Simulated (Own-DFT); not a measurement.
# Strain and stress in C40 NbSi2, 36 atoms (Nb12Si24)

Calculated results; nothing here was measured. The program, named Own-DFT, is a retired in-house plane-wave density functional code that no person has reviewed. Each row is one single-point run on a periodic cell that was not relaxed, without spin or spin-orbit coupling.

Settings of every run: PBE; PseudoDojo norm-conserving scalar-relativistic files; cutoff 42 hartree; 4 x 4 x 5 k mesh centred on Gamma; cold (Marzari-Vanderbilt) smearing of 0.2 eV.

Known limits: forces on such cells failed a check on a denser k mesh; stress not checked against mesh or cutoff.

Unstrained cell vectors in Å: (0.000, 8.324, 0.000); (-9.613, 0.000, 0.000); (0.000, 0.000, 6.586). The unstrained cell was taken from the Materials Project. The random moves and any unrelaxed bonds add to the pressure at no strain. Each run strains this cell uniformly, with the atoms carried along. Every atom was also moved at random, by a Gaussian of width 0.05 Å on each axis. Strain is the symmetric tensor, in per cent. Stress is positive in tension, and the pressure is minus a third of its trace.

| run | e_xx (%) | e_yy (%) | e_zz (%) | e_yz (%) | e_xz (%) | e_xy (%) | s_xx (GPa) | s_yy (GPa) | s_zz (GPa) | s_yz (GPa) | s_xz (GPa) | s_xy (GPa) | P (GPa) | E (meV/atom) |
|---|---|---|---|---|---|---|---|---|---|---|---|---|---|---|
| 1 | -1.68 | 1.25 | -1.90 | -0.99 | 0.07 | -0.72 | -10.36 | -0.63 | -13.78 | -2.95 | -0.07 | -2.08 | 8.26 | 26.6 |
| 2 | -0.11 | -0.75 | 1.67 | -1.67 | -0.87 | -1.40 | -2.90 | -3.33 | 2.97 | -4.84 | -3.02 | -3.98 | 1.09 | 5.7 |
| 3 | -1.08 | 0.68 | -1.38 | -1.50 | -1.43 | -1.50 | -7.92 | -2.47 | -11.96 | -4.20 | -4.94 | -4.27 | 7.45 | 37.9 |
| 4 | -0.37 | 0.19 | 0.40 | 1.26 | 0.20 | -1.91 | -3.47 | -1.69 | -1.80 | 4.38 | 0.30 | -5.95 | 2.32 | 0.6 |
| 5 | -0.61 | 0.45 | -1.87 | -1.92 | 0.42 | -0.05 | -5.65 | -3.29 | -14.25 | -6.26 | 1.60 | -0.46 | 7.73 | 28.5 |
| 6 | 0.04 | -0.66 | -0.20 | 1.36 | 1.28 | -0.43 | -3.25 | -4.37 | -5.46 | 4.32 | 4.17 | -1.49 | 4.36 | 5.8 |
| 7 | 0.56 | 1.02 | -0.49 | -0.91 | -1.35 | 0.40 | -0.35 | 0.75 | -5.25 | -3.56 | -4.27 | 0.94 | 1.62 | 13.2 |
| 8 | 1.57 | -0.29 | 0.90 | 1.10 | 1.65 | -0.69 | 3.06 | -1.60 | 1.32 | 3.33 | 4.91 | -1.94 | -0.93 | 3.1 |
| 9 | -1.23 | 1.65 | 0.03 | 1.90 | 0.23 | -0.32 | -5.06 | 2.24 | -3.96 | 6.36 | 0.50 | -0.74 | 2.26 | 7.8 |
| 10 | -1.16 | -1.47 | -0.75 | -0.89 | 1.24 | 0.11 | -8.54 | -9.54 | -9.54 | -2.67 | 3.74 | 0.84 | 9.21 | 9.3 |
| 11 | -1.93 | 0.14 | 1.02 | 0.88 | -1.17 | -0.21 | -8.49 | -2.55 | -0.64 | 3.16 | -3.70 | -0.96 | 3.89 | 0.0 |
| 12 | -0.97 | -1.90 | 0.19 | -0.03 | 1.45 | 0.22 | -7.41 | -9.99 | -5.64 | -0.17 | 4.25 | 0.57 | 7.68 | 6.7 |
| 13 | -1.84 | 0.70 | -0.97 | -1.13 | -1.08 | -1.04 | -9.20 | -2.24 | -9.94 | -4.26 | -3.50 | -3.64 | 7.13 | 13.5 |
| 14 | -1.64 | 1.34 | -0.48 | -0.68 | 1.71 | 0.40 | -8.40 | 0.77 | -6.26 | -1.62 | 5.18 | 0.81 | 4.63 | 10.0 |
| 15 | -0.18 | 1.68 | -1.27 | -0.85 | -1.00 | 1.27 | -2.78 | 1.80 | -8.32 | -1.96 | -2.92 | 3.16 | 3.10 | 9.3 |
| 16 | 0.07 | -1.60 | 1.03 | -0.89 | 1.08 | 1.97 | ? | ? | ? | ? | ? | ? | ? | ? |

E is the free energy for each atom above the lowest run shown.

## Worked fit

Each stress component was fitted by least squares to a constant and the strains of the runs shown, as fractions, with shears doubled. Shear strains stay in the fit of a normal stress only where such slopes are resolved. The slopes, in GPa:

```
stress,at no strain,per e_xx,per e_yy,per e_zz,scatter
s_xx,-2.8,354 ± 16,81 ± 15,87 ± 16,0.55
s_yy,-2.5,70 ± 9,353 ± 9,99 ± 10,0.33
s_zz,-4.1,84 ± 14,86 ± 14,495 ± 15,0.50
```

Each shear stress against twice its own strain: yz 157 ± 8, xz 154 ± 3, xy 143 ± 6 GPa. These are stiffnesses along x, y and z of the frame in which the cell vectors are given, which need not be the crystal's axes. The atoms are held to the strained lattice; where symmetry lets them move under strain, relaxing them would lower some slopes. The table should be nearly symmetric about its diagonal, and what it lacks of that shows the noise. A ninth of its sum, 190 ± 9 GPa, estimates the bulk modulus near the mean pressure of these runs, 4.7 GPa, so it lies above the value at zero pressure.

## Withheld run

Question: what normal stresses and pressure should run 16 give?

The fit gives s_xx = -2.9, s_yy = -7.1, s_zz = -0.4 and P = 3.5 GPa. The calculation gave -2.97, -7.82, -0.03 and P = 3.61 GPa.
